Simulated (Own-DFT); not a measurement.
Simulation results for GaP (zincblende, atoms displaced)

Computed with Own-DFT development build. A calculation, not a measurement: plane-wave PBE density functional theory by an unreviewed code, no spin, of a simulated periodic cell, stress positive in tension, free energy of the whole cell less one offset for each atom, forces on such cells passed a denser k mesh, this cell's mesh not checked; offsets are fitted by least squares, one for each functional and potential file, so energies compare only between cells with the same atoms and settings and are not formation energies; the far tail of each file's local potential was reset to the Coulomb form; each entry is a single point on an unrelaxed cell, so the pressure reflects the starting lattice, mostly measured values (interpolated for alloys), from which strain is counted, and rises with the displacements; printed positions are rounded, which can move forces by about a meV/angstrom; the program, named Own-DFT, is a retired in-house code; no spin-orbit coupling.

Common to all runs: functional PBE; potential files PseudoDojo norm-conserving, scalar-relativistic, standard set; wave cutoff 42 hartree; occupations Fermi-Dirac; smearing width 0.1 eV; k mesh 2 x 3 x 3 centred on Gamma.

(1) GaP (zincblende, atoms displaced)

```
GaP
1.0
     16.3515     0.0000     0.0000
      0.0000    10.9010     0.0000
      0.0000     0.0000    10.9010
Ga P Ga P Ga P Ga P Ga P Ga P Ga P Ga P Ga P Ga P Ga P Ga P
4 4 4 4 4 4 4 4 4 4 4 4 4 4 4 4 4 4 4 4 4 4 4 4
Direct
  0.99744 0.00060 0.99858
  0.99922 0.24947 0.24913
  0.16705 0.00013 0.25211
  0.16814 0.25208 0.99955
  0.08335 0.12480 0.12634
  0.08358 0.37786 0.37354
  0.25063 0.12410 0.37356
  0.25132 0.37351 0.12617
  0.00046 0.00095 0.50226
  0.99972 0.25164 0.75165
  0.16798 0.99952 0.75011
  0.16812 0.25400 0.49954
  0.08090 0.12380 0.62275
  0.08049 0.37531 0.87448
  0.25188 0.12793 0.87262
  0.24848 0.37415 0.62473
  0.00110 0.50148 0.00156
  0.99971 0.75347 0.25117
  0.16598 0.49575 0.24726
  0.16745 0.75039 0.99931
  0.08416 0.62778 0.12328
  0.08117 0.87834 0.37403
  0.24830 0.62696 0.37289
  0.25195 0.87622 0.12343
  0.99820 0.49856 0.49870
  0.00098 0.75064 0.74904
  0.16596 0.49878 0.74889
  0.16610 0.74918 0.49710
  0.08217 0.62507 0.62622
  0.08507 0.87342 0.87565
  0.24819 0.62733 0.87712
  0.24960 0.87507 0.62560
  0.33494 0.00074 0.99896
  0.33393 0.24818 0.24983
  0.50269 0.99810 0.24948
  0.49975 0.25117 0.99860
  0.41487 0.12746 0.12758
  0.41464 0.37286 0.37711
  0.58603 0.12603 0.37915
  0.58425 0.37242 0.12525
  0.33344 0.00119 0.50371
  0.33341 0.25229 0.75038
  0.49695 0.00231 0.75247
  0.50241 0.24802 0.50040
  0.41794 0.12769 0.62082
  0.41816 0.37618 0.87413
  0.58394 0.12603 0.87528
  0.58442 0.37694 0.62312
  0.33461 0.49789 0.99874
  0.33209 0.75000 0.25004
  0.50225 0.49996 0.24897
  0.50077 0.74978 0.99948
  0.41531 0.62469 0.12386
  0.41596 0.87263 0.37292
  0.58289 0.61970 0.37715
  0.58526 0.87642 0.12510
  0.33281 0.50158 0.49983
  0.33220 0.75182 0.75014
  0.50003 0.50059 0.75043
  0.50089 0.74726 0.50248
  0.41684 0.62462 0.62627
  0.41592 0.87674 0.87898
  0.58421 0.62584 0.87535
  0.58268 0.87699 0.63025
  0.66698 0.99876 0.99845
  0.66492 0.24979 0.25157
  0.83256 0.00061 0.24856
  0.83309 0.25165 0.00244
  0.74689 0.12869 0.12709
  0.74843 0.37119 0.37507
  0.91369 0.12533 0.37348
  0.91716 0.37412 0.12220
  0.66755 0.00252 0.50095
  0.66820 0.24754 0.74915
  0.83486 0.99980 0.74925
  0.83089 0.24795 0.50002
  0.74871 0.12680 0.62240
  0.75151 0.37686 0.87305
  0.91912 0.12467 0.87570
  0.91639 0.37529 0.62623
  0.66752 0.50049 0.00040
  0.66550 0.74567 0.25073
  0.83369 0.49709 0.24714
  0.83261 0.74919 0.00012
  0.75125 0.62435 0.12472
  0.74977 0.87434 0.37442
  0.91797 0.62660 0.37315
  0.91628 0.87715 0.12445
  0.66666 0.49997 0.49961
  0.66733 0.75007 0.75200
  0.83349 0.50061 0.75138
  0.83212 0.74857 0.50034
  0.75007 0.62565 0.62518
  0.74849 0.87509 0.87479
  0.91557 0.62454 0.87686
  0.91870 0.87422 0.62967
```

* free energy of cell above offsets: -53.552 eV
* pressure: 2.72 GPa
* stress xx: -2.71 GPa
* stress yy: -2.72 GPa
* stress zz: -2.73 GPa
* stress yz: -0.11 GPa
* stress xz: 0.16 GPa
* stress xy: 0 GPa

Force:
```csv
element,x (eV/Å),y (eV/Å),z (eV/Å)
Ga,0.767,-0.203,0.21
Ga,0.072,0.028,0.155
Ga,0.014,-0.068,-0.356
Ga,-0.334,-0.177,-0.011
P,0.076,-0.027,-0.319
P,-0.252,-0.431,0.135
P,-0.069,0.139,0.405
P,0.032,0.101,-0.23
Ga,-0.595,-0.066,-0.358
Ga,-0.004,-0.268,-0.352
Ga,-0.312,0.238,-0.024
Ga,-0.438,-0.614,-0.244
P,0.725,0.542,0.41
P,0.632,0.087,0.195
P,-0.226,-0.294,0.251
P,0.413,0.382,0.156
Ga,-0.182,0.097,-0.111
Ga,0.071,-0.16,-0.339
Ga,0.097,0.592,-0.037
Ga,0.002,0.25,0.29
P,-0.095,-0.125,0.373
P,0.373,-0.22,0.252
P,0.103,-0.467,-0.006
P,-0.397,0.042,0.128
Ga,0.205,0.241,0.134
Ga,0.005,-0.246,0.539
Ga,-0.082,0.198,0.248
Ga,-0.282,0.215,0.247
P,0.137,-0.138,-0.411
P,-0.308,0.354,-0.005
P,0.431,-0.589,-0.393
P,-0.028,-0.063,-0.262
Ga,-0.305,0.349,0.26
Ga,-0.205,0.219,0.313
Ga,-0.354,0.34,0.274
Ga,-0.004,-0.214,0.265
P,0.759,-0.399,-0.396
P,0.526,0.212,-0.217
P,-0.5,-0.309,-0.541
P,-0.119,0.322,-0.172
Ga,0.048,-0.219,-0.499
Ga,0.26,-0.029,-0.345
Ga,0.189,0.029,-0.085
Ga,-0.158,0.522,-0.153
P,-0.242,-0.094,0.676
P,-0.16,-0.1,-0.06
P,-0.163,-0.089,-0.047
P,-0.116,-0.274,0.444
Ga,-0.306,0.255,0.024
Ga,0.116,-0.02,-0.184
Ga,-0.663,-0.304,-0.007
Ga,-0.068,0.069,0.247
P,0.368,-0.005,0.171
P,0.303,0.211,0.439
P,0.04,0.57,-0.138
P,-0.127,-0.42,-0.078
Ga,-0.142,-0.008,-0.014
Ga,0.142,-0.149,0.192
Ga,0.257,0.026,-0.128
Ga,-0.044,0.408,-0.143
P,-0.224,0.072,0.089
P,0.172,-0.309,-0.483
P,-0.103,-0.18,0.026
P,0.05,-0.074,-0.422
Ga,0.023,0.354,0.167
Ga,0.029,0.037,0.034
Ga,-0.234,0.022,-0.048
Ga,-0.093,-0.307,-0.361
P,0.39,-0.431,-0.354
P,0.277,0.586,-0.083
P,0.443,-0.085,0.296
P,0.166,0.156,0.302
Ga,-0.117,-0.676,0.086
Ga,-0.246,0.499,0.1
Ga,-0.257,0.19,0.128
Ga,0.424,0.347,-0.025
P,0.469,-0.461,0.545
P,-0.3,-0.346,0.226
P,-0.8,0.304,-0.108
P,-0.243,-0.174,-0.23
Ga,-0.023,-0.153,-0.036
Ga,0.119,0.159,0.083
Ga,0.019,0.043,0.394
Ga,0.081,0.274,-0.022
P,-0.243,-0.021,0.13
P,-0.115,0.003,0.063
P,-0.437,-0.245,0.06
P,-0.169,-0.249,-0.037
Ga,0.362,-0.12,0.062
Ga,-0.14,0.02,-0.272
Ga,0.107,0.137,-0.244
Ga,0.389,0.264,0.004
P,-0.103,-0.155,0.072
P,0.539,0.076,0.004
P,0.334,0.185,-0.181
P,-0.43,0.012,-0.731
```

(2) GaP (zincblende, atoms displaced)

```
GaP
1.0
     16.3515     0.0000     0.0000
      0.0000    10.9010     0.0000
      0.0000     0.0000    10.9010
Ga P Ga P Ga P Ga P Ga P Ga P Ga P Ga P Ga P Ga P Ga P Ga P
4 4 4 4 4 4 4 4 4 4 4 4 4 4 4 4 4 4 4 4 4 4 4 4
Direct
  0.99998 0.99777 0.00150
  0.00102 0.24956 0.25033
  0.16700 0.99739 0.25195
  0.16462 0.25271 0.99666
  0.08665 0.12583 0.12454
  0.08409 0.37716 0.37759
  0.25056 0.12762 0.37485
  0.24965 0.37551 0.12587
  0.99897 0.00323 0.50066
  0.00225 0.25095 0.75017
  0.16551 0.00339 0.75166
  0.16792 0.25048 0.50077
  0.08290 0.12358 0.62694
  0.08430 0.37437 0.87630
  0.24900 0.12507 0.87697
  0.24906 0.37426 0.62323
  0.99955 0.50179 0.00313
  0.00062 0.74690 0.25141
  0.16543 0.49692 0.25157
  0.16757 0.75326 0.99934
  0.08273 0.62597 0.12250
  0.08391 0.87613 0.37569
  0.25178 0.62131 0.37713
  0.24855 0.87225 0.12641
  0.00076 0.50261 0.49890
  0.99999 0.75108 0.75320
  0.16722 0.50361 0.75101
  0.16641 0.74989 0.50436
  0.08361 0.62669 0.62616
  0.08298 0.87412 0.87846
  0.25058 0.62592 0.87520
  0.25030 0.87450 0.62592
  0.33533 0.99717 0.99818
  0.33485 0.25198 0.24885
  0.50041 0.99958 0.25261
  0.49936 0.24990 0.00151
  0.41706 0.12504 0.12436
  0.41583 0.37628 0.37073
  0.58091 0.12459 0.37306
  0.58335 0.37582 0.12556
  0.33454 0.00209 0.50332
  0.33345 0.24879 0.74927
  0.49776 0.00135 0.75089
  0.49965 0.24991 0.50035
  0.41776 0.12957 0.62477
  0.41684 0.37567 0.87830
  0.58332 0.12501 0.87518
  0.58356 0.37542 0.62418
  0.33306 0.50160 0.00199
  0.33388 0.74863 0.25015
  0.50131 0.50105 0.24845
  0.49987 0.75025 0.99998
  0.41633 0.62467 0.12403
  0.41598 0.87431 0.37497
  0.58162 0.62295 0.37400
  0.58478 0.87560 0.12326
  0.33237 0.50132 0.50139
  0.33352 0.74740 0.75046
  0.49824 0.50145 0.75194
  0.50107 0.75018 0.50127
  0.41754 0.62466 0.62667
  0.41536 0.87818 0.87616
  0.58374 0.62535 0.87212
  0.58237 0.87730 0.62619
  0.66728 0.00176 0.00096
  0.66727 0.24815 0.25181
  0.83287 0.00070 0.25123
  0.83276 0.25212 0.99835
  0.75223 0.12676 0.12496
  0.74873 0.37590 0.37643
  0.91498 0.12137 0.37551
  0.91586 0.37585 0.12478
  0.66563 0.99930 0.49664
  0.66735 0.24935 0.74943
  0.83247 0.99866 0.75040
  0.83275 0.24717 0.49964
  0.74852 0.12760 0.62679
  0.75032 0.37089 0.87769
  0.91897 0.12519 0.87787
  0.91635 0.37549 0.62048
  0.66753 0.50016 0.99901
  0.66858 0.75255 0.25184
  0.83236 0.49962 0.25131
  0.83402 0.74987 0.00061
  0.74969 0.62535 0.12436
  0.75041 0.87385 0.37298
  0.91869 0.62782 0.37564
  0.91441 0.87490 0.12853
  0.66533 0.50007 0.50162
  0.66596 0.74784 0.75143
  0.83381 0.50147 0.74822
  0.83365 0.74698 0.49835
  0.74984 0.62203 0.62623
  0.75128 0.87418 0.87534
  0.91650 0.62289 0.87696
  0.91449 0.87337 0.62581
```

- free energy of cell above offsets: -53.619 eV
- pressure: 2.71 GPa
- stress xx: -2.72 GPa
- stress yy: -2.7 GPa
- stress zz: -2.72 GPa
- stress yz: -0.05 GPa
- stress xz: -0.05 GPa
- stress xy: -0.07 GPa

Force:
```csv
element,x (eV/Å),y (eV/Å),z (eV/Å)
Ga,-0.01,0.183,0.399
Ga,-0.096,-0.011,0.001
Ga,0.153,0.379,-0.054
Ga,0.593,-0.194,0.485
P,-0.456,-0.226,0.134
P,-0.292,-0.431,-0.062
P,0.128,-0.317,-0.005
P,-0.096,-0.08,-0.232
Ga,0.022,-0.567,0.135
Ga,-0.447,0.089,-0.046
Ga,0.195,-0.523,0.058
Ga,-0.311,-0.223,-0.063
P,0.105,0.329,-0.365
P,-0.373,0.695,-0.296
P,0.294,0.023,-0.096
P,0.216,0.242,0.516
Ga,0.04,-0.36,-0.256
Ga,0.117,0.581,-0.261
Ga,0.216,0.456,-0.221
Ga,-0.097,-0.441,0.048
P,0.421,-0.036,0.368
P,-0.233,-0.229,0.231
P,-0.597,0.564,-0.253
P,0.536,0.33,-0.036
Ga,-0.027,-0.078,0.213
Ga,-0.164,-0.096,-0.133
Ga,-0.026,-0.397,-0.079
Ga,0.25,0.035,-0.549
P,-0.25,-0.09,0.177
P,0.064,0.258,-0.394
P,-0.051,-0.006,0.194
P,0.003,0.26,0.247
Ga,-0.686,0.43,0.602
Ga,-0.276,-0.245,-0.119
Ga,-0.21,-0.242,-0.525
Ga,0.265,0.033,-0.06
P,-0.093,-0.24,0.15
P,0.304,0.133,0.62
P,0.416,0.134,0.319
P,0.214,-0.172,-0.095
Ga,-0.197,-0.055,-0.289
Ga,-0.189,0.318,0.283
Ga,0.252,0.112,-0.014
Ga,0.057,0.44,-0.369
P,-0.127,-0.435,0.143
P,-0.238,-0.076,-0.278
P,-0.053,0.069,-0.006
P,-0.266,-0.057,0.346
Ga,-0.138,-0.202,-0.098
Ga,-0.176,-0.069,0.082
Ga,-0.304,-0.165,-0.079
Ga,0.085,0.065,-0.084
P,0.232,0.179,0.102
P,0.079,0.068,0.209
P,0.478,0.476,0.167
P,-0.2,-0.038,0.329
Ga,0.406,-0.377,0.02
Ga,0.048,0.362,-0.021
Ga,0.27,-0.373,-0.109
Ga,-0.135,0.018,-0.11
P,-0.155,0.062,-0.227
P,0.354,-0.74,-0.41
P,-0.2,-0.149,0.492
P,0.179,-0.186,0.018
Ga,0.161,-0.047,-0.149
Ga,-0.099,0.208,-0.229
Ga,-0.112,-0.095,-0.204
Ga,0.501,-0.349,0.26
P,-0.289,-0.094,0.087
P,0.135,-0.16,0.045
P,0.308,0.551,-0.111
P,0.113,-0.129,0.246
Ga,0.078,0.142,0.268
Ga,-0.37,0.216,0.213
Ga,0.178,0.362,0.077
Ga,-0.085,0.244,-0.033
P,0.204,-0.622,-0.371
P,-0.117,0.692,-0.649
P,-0.336,-0.003,-0.388
P,0.225,-0.085,0.41
Ga,-0.163,-0.075,0.056
Ga,-0.51,-0.451,-0.329
Ga,0.141,0.139,-0.021
Ga,-0.053,-0.02,0.04
P,0.061,0.01,0.149
P,0.099,0.196,0.511
P,-0.406,-0.544,-0.129
P,0.484,-0.124,-0.144
Ga,0.033,0.033,-0.187
Ga,0.251,0.445,-0.291
Ga,0.025,-0.539,0.305
Ga,-0.189,0.177,0.272
P,-0.137,0.423,-0.256
P,-0.354,-0.007,0.077
P,0.048,0.195,-0.201
P,0.352,0.117,-0.114
```

(3) GaP (zincblende, atoms displaced)

```
GaP
1.0
     16.3515     0.0000     0.0000
      0.0000    10.9010     0.0000
      0.0000     0.0000    10.9010
Ga P Ga P Ga P Ga P Ga P Ga P Ga P Ga P Ga P Ga P Ga P Ga P
4 4 4 4 4 4 4 4 4 4 4 4 4 4 4 4 4 4 4 4 4 4 4 4
Direct
  0.00053 0.99731 0.99993
  0.99943 0.24878 0.24896
  0.16283 0.99643 0.24936
  0.16528 0.25075 0.00202
  0.08415 0.12194 0.12395
  0.08233 0.37197 0.37449
  0.24975 0.12612 0.37703
  0.25075 0.37303 0.12453
  0.99903 0.99984 0.50058
  0.00289 0.25099 0.75010
  0.16499 0.99715 0.75305
  0.16733 0.25021 0.49980
  0.08211 0.12221 0.62520
  0.08433 0.37487 0.87439
  0.24863 0.12401 0.87663
  0.24726 0.37808 0.62497
  0.00100 0.50141 0.00188
  0.00075 0.74880 0.25126
  0.16853 0.50248 0.24978
  0.16726 0.75059 0.99876
  0.08337 0.62575 0.12731
  0.08239 0.87331 0.37454
  0.24979 0.62334 0.37475
  0.25053 0.87300 0.12569
  0.00115 0.50234 0.49627
  0.00001 0.75214 0.75087
  0.16672 0.49830 0.74835
  0.16559 0.74891 0.49973
  0.08585 0.62905 0.62796
  0.08320 0.87781 0.87582
  0.24890 0.62268 0.87465
  0.24941 0.87321 0.62698
  0.33276 0.99977 0.99890
  0.33128 0.25103 0.24925
  0.49930 0.99956 0.25238
  0.49803 0.24822 0.00017
  0.41607 0.12659 0.12672
  0.41637 0.37297 0.36910
  0.58221 0.12356 0.37326
  0.58434 0.37501 0.12261
  0.33333 0.00012 0.50012
  0.33037 0.24874 0.75274
  0.50105 0.00194 0.75155
  0.50176 0.24749 0.49708
  0.41861 0.12521 0.62691
  0.41980 0.37717 0.87291
  0.58141 0.12492 0.87849
  0.58332 0.37460 0.62671
  0.33336 0.50271 0.99796
  0.33308 0.75118 0.25207
  0.49855 0.50169 0.25122
  0.50178 0.74957 0.99944
  0.41594 0.62270 0.12620
  0.41509 0.87371 0.37600
  0.58573 0.62357 0.37719
  0.58357 0.87386 0.12968
  0.33296 0.49972 0.49972
  0.33303 0.74911 0.75064
  0.50085 0.50382 0.75028
  0.50005 0.75163 0.50013
  0.41685 0.62656 0.62525
  0.41798 0.87775 0.87686
  0.58258 0.62390 0.87419
  0.58325 0.87623 0.62504
  0.66646 0.00028 0.00183
  0.66771 0.24463 0.24975
  0.83483 0.99876 0.24978
  0.83340 0.24987 0.99895
  0.75224 0.13014 0.12225
  0.75011 0.37467 0.37533
  0.91653 0.12468 0.37470
  0.91734 0.37379 0.12351
  0.66628 0.00053 0.50022
  0.66710 0.25178 0.74957
  0.83511 0.99657 0.75317
  0.83419 0.25015 0.49541
  0.75060 0.12139 0.62661
  0.75197 0.37519 0.87630
  0.91704 0.12587 0.87541
  0.91619 0.37802 0.62117
  0.66695 0.49661 0.99966
  0.66651 0.74873 0.24851
  0.83184 0.50028 0.24780
  0.83148 0.75065 0.00020
  0.75096 0.62361 0.12645
  0.74857 0.87172 0.37453
  0.91675 0.62438 0.37355
  0.91615 0.87483 0.12550
  0.66640 0.50205 0.49729
  0.66724 0.75300 0.75155
  0.83592 0.50125 0.75003
  0.83253 0.74644 0.50111
  0.75052 0.62709 0.62799
  0.75188 0.87366 0.87515
  0.91697 0.62235 0.87574
  0.91603 0.87164 0.62381
```

* free energy of cell above offsets: -53.563 eV
* pressure: 2.72 GPa
* stress xx: -2.71 GPa
* stress yy: -2.71 GPa
* stress zz: -2.73 GPa
* stress yz: 0.08 GPa
* stress xz: -0.09 GPa
* stress xy: 0.1 GPa

Force:
```csv
element,x (eV/Å),y (eV/Å),z (eV/Å)
Ga,-0.328,0.349,0.107
Ga,0.097,-0.103,-0.095
Ga,0.729,0.224,0.15
Ga,0.193,-0.102,-0.112
P,-0.362,0.271,0.089
P,0.341,0.358,-0.167
P,-0.145,-0.388,-0.383
P,-0.206,0.483,-0.206
Ga,-0.058,-0.151,-0.046
Ga,-0.607,0.034,-0.255
Ga,0.311,0.346,-0.443
Ga,-0.333,-0.102,0.167
P,0.395,0.185,-0.017
P,-0.092,0.188,0.237
P,-0.137,0.022,0.008
P,0.594,-0.524,-0.097
Ga,0.017,-0.199,-0.1
Ga,-0.342,0.104,-0.156
Ga,-0.308,-0.592,-0.033
Ga,-0.124,-0.109,0.135
P,0.21,0.035,-0.302
P,-0.079,0.088,0.316
P,0.097,0.349,0.202
P,-0.137,0.259,-0.039
Ga,0.136,0,0.417
Ga,-0.038,-0.214,0.095
Ga,-0.182,0.287,0.254
Ga,0.348,0.161,-0.042
P,-0.588,-0.474,-0.228
P,-0.097,-0.619,0.124
P,0.048,0.247,-0.079
P,-0.006,0.207,-0.219
Ga,0.12,0.082,0.329
Ga,0.092,-0.323,0.068
Ga,-0.257,-0.087,-0.228
Ga,0.171,0.365,0.156
P,-0.163,-0.343,-0.046
P,0.015,0.116,0.837
P,0.412,-0.095,0.121
P,-0.319,-0.251,0.521
Ga,-0.023,0.082,0.376
Ga,0.427,0.32,-0.273
Ga,-0.027,-0.161,-0.066
Ga,-0.348,0.426,0.27
P,-0.443,0.118,-0.217
P,-0.712,-0.186,0.128
P,0.549,0.084,-0.277
P,0.007,0.231,-0.441
Ga,0.151,-0.515,0.085
Ga,0.01,-0.364,-0.227
Ga,0.541,-0.217,-0.193
Ga,-0.297,0.007,0.277
P,0.07,0.595,-0.125
P,0.241,0.178,0.009
P,-0.718,0.403,-0.409
P,-0.083,0.145,-0.448
Ga,0.286,-0.15,-0.053
Ga,0.135,0.152,0.217
Ga,-0.095,-0.306,-0.355
Ga,0.134,-0.177,0.01
P,-0.061,-0.151,-0.142
P,-0.158,-0.416,-0.206
P,0.58,0.272,0.202
P,-0.019,-0.007,0.121
Ga,0.131,-0.013,0.009
Ga,-0.182,0.642,-0.085
Ga,-0.474,0.11,0.048
Ga,0.346,0.219,-0.141
P,-0.179,-0.936,0.365
P,-0.191,-0.018,-0.236
P,0.131,-0.144,-0.096
P,-0.101,0.144,0.105
Ga,0.107,-0.108,-0.081
Ga,0.061,-0.325,0.25
Ga,0.052,0.267,-0.327
Ga,-0.21,-0.083,0.605
P,0.151,0.365,-0.12
P,-0.11,0.082,-0.411
P,0.221,-0.105,-0.071
P,0.375,-0.342,0.23
Ga,0.089,0.335,-0.045
Ga,0.117,-0.179,0.216
Ga,0.426,-0.346,0.24
Ga,0.421,-0.333,0.112
P,-0.432,0.153,-0.442
P,0.294,0.338,0.05
P,-0.175,0.032,-0.02
P,0.233,-0.25,-0.114
Ga,0.359,-0.428,0.757
Ga,-0.195,-0.212,-0.106
Ga,-0.346,-0.211,-0.11
Ga,0.026,0.164,-0.251
P,-0.241,-0.385,-0.109
P,-0.507,0.302,0.255
P,0.168,0.565,0.164
P,0.07,0.25,0.056
```
